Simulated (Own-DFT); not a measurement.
# Strain and stress in bcc W, 16 atoms (W16)

These are calculations, not measurements. The program, named Own-DFT, is a retired in-house plane-wave density functional code that no person has reviewed. Each row is one single-point run on a periodic cell that was not relaxed, without spin or spin-orbit coupling.

Settings of every run: PBE; PseudoDojo norm-conserving scalar-relativistic files; cutoff 50 hartree; 5 x 5 x 5 k mesh centred on Gamma; cold (Marzari-Vanderbilt) smearing of 0.2 eV.

Known limits: forces on such cells failed a check on a denser k mesh; stress not checked against mesh or cutoff.

Unstrained cell vectors in Å: (6.330, 0.000, 0.000); (0.000, 6.330, 0.000); (0.000, 0.000, 6.330). The unstrained cell has measured lattice constants (interpolated for alloys), not those of this functional. That, the random moves and any unrelaxed bonds set the pressure at no strain. Each run strains this cell uniformly, with the atoms carried along. Every atom was also moved at random, by a Gaussian of width 0.05 Å on each axis. Strain is the symmetric tensor, in per cent. Stress is positive in tension, and the pressure is minus a third of its trace.

```
run  e_xx (%)  e_yy (%)  e_zz (%)  e_yz (%)  e_xz (%)  e_xy (%)  s_xx (GPa)  s_yy (GPa)  s_zz (GPa)  s_yz (GPa)  s_xz (GPa)  s_xy (GPa)  P (GPa)  E (meV/atom)
  1     -1.50     -0.29     -1.68      1.42      0.19      1.01      -21.04      -16.21      -21.59        4.87        0.09        3.47    19.61          56.0
  2      0.86     -0.93     -1.60      0.60     -1.31     -0.97       -9.52      -15.32      -17.60        1.83       -4.05       -3.19    14.15          57.2
  3      0.72      0.39      1.45      0.89     -0.76      1.08        0.34       -0.75        2.50        2.89       -2.09        3.25    -0.70           4.2
  4     -0.80     -1.00     -1.48      0.62      1.23     -0.18      -18.12      -18.92      -20.41        2.00        4.28       -0.98    19.15          51.6
  5     -0.10      0.73      0.59      0.75     -0.74     -1.95       -5.82       -3.61       -4.42        2.22       -1.76       -6.06     4.62          43.0
  6     -1.37     -1.69     -1.15     -1.08      0.40      1.54      -23.66      -24.22      -22.34       -3.92        1.64        5.68    23.41         114.0
  7      0.25     -0.94      0.26     -0.24     -0.95      0.70       -8.52      -12.87       -9.00       -0.76       -2.74        2.17    10.13          61.8
  8      0.34      0.61      1.62      0.43      1.38     -1.58       -2.29       -1.00        2.06        1.92        4.34       -4.91     0.41          37.2
  9     -0.78      1.44      0.60     -1.80      0.64     -1.27       -9.71       -2.41       -5.50       -5.64        1.30       -3.49     5.87          72.3
 10      1.32      0.53      0.35      0.68     -1.74     -1.36        0.75       -1.68       -2.17        1.34       -4.84       -4.03     1.03          24.6
 11      1.32     -1.94     -0.24     -0.38     -1.65     -1.87       -6.39      -17.05      -11.33       -1.98       -5.47       -6.01    11.59          61.1
 12      1.27      0.41     -1.68     -1.14      1.42      1.10       -3.89       -6.44      -14.11       -4.07        4.51        3.58     8.14          40.0
 13      0.95      0.81      1.16      0.36      0.91     -0.05        1.46        1.52        2.16        1.04        2.68       -0.32    -1.71           0.0
 14     -1.90     -1.40     -1.68      0.19      0.10      0.30      -26.81      -26.53      -26.31        0.72        0.55        1.16    26.55         130.3
 15      0.76      1.21     -0.20     -1.18     -0.38     -1.56           ?           ?           ?           ?           ?           ?        ?             ?
```

E is the free energy for each atom above the lowest run shown.

## Worked fit

Each stress component was fitted by least squares to a constant and the strains of the runs shown, as fractions, with shears doubled. Shear strains stay in the fit of a normal stress only where such slopes are resolved. The slopes, in GPa:

| stress | at no strain | per e_xx | per e_yy | per e_zz | scatter |
|---|---|---|---|---|---|
| s_xx | -8.7 | 586 ± 13 | 235 ± 15 | 208 ± 14 | 0.47 |
| s_yy | -8.7 | 270 ± 20 | 577 ± 24 | 201 ± 21 | 0.73 |
| s_zz | -8.8 | 262 ± 9 | 218 ± 10 | 549 ± 9 | 0.31 |

Also, s_xx gains 22 ± 7 per 2 e_yz; s_yy gains 23 ± 11 per 2 e_yz; s_zz gains 23 ± 5 per 2 e_yz; s_zz gains 11 ± 4 per 2 e_xy.

Each shear stress against twice its own strain: yz 168 ± 5, xz 155 ± 8, xy 160 ± 3 GPa. These are stiffnesses along x, y and z of the frame in which the cell vectors are given, which need not be the crystal's axes. The atoms are held to the strained lattice; where symmetry lets them move under strain, relaxing them would lower some slopes. The table should be nearly symmetric about its diagonal, and what it lacks of that shows the noise. A ninth of its sum, 345 ± 7 GPa, estimates the bulk modulus near the mean pressure of these runs, 10.2 GPa, so it lies above the value at zero pressure.

## Withheld run

Question: what normal stresses and pressure should run 15 give?

The fit gives s_xx = -2.4, s_yy = -0.6, s_zz = -6.2 and P = 3.1 GPa. The calculation gave -1.66, -0.90, -4.75 and P = 2.44 GPa. This run lies off the fit, by chance or by something that the fit leaves out.
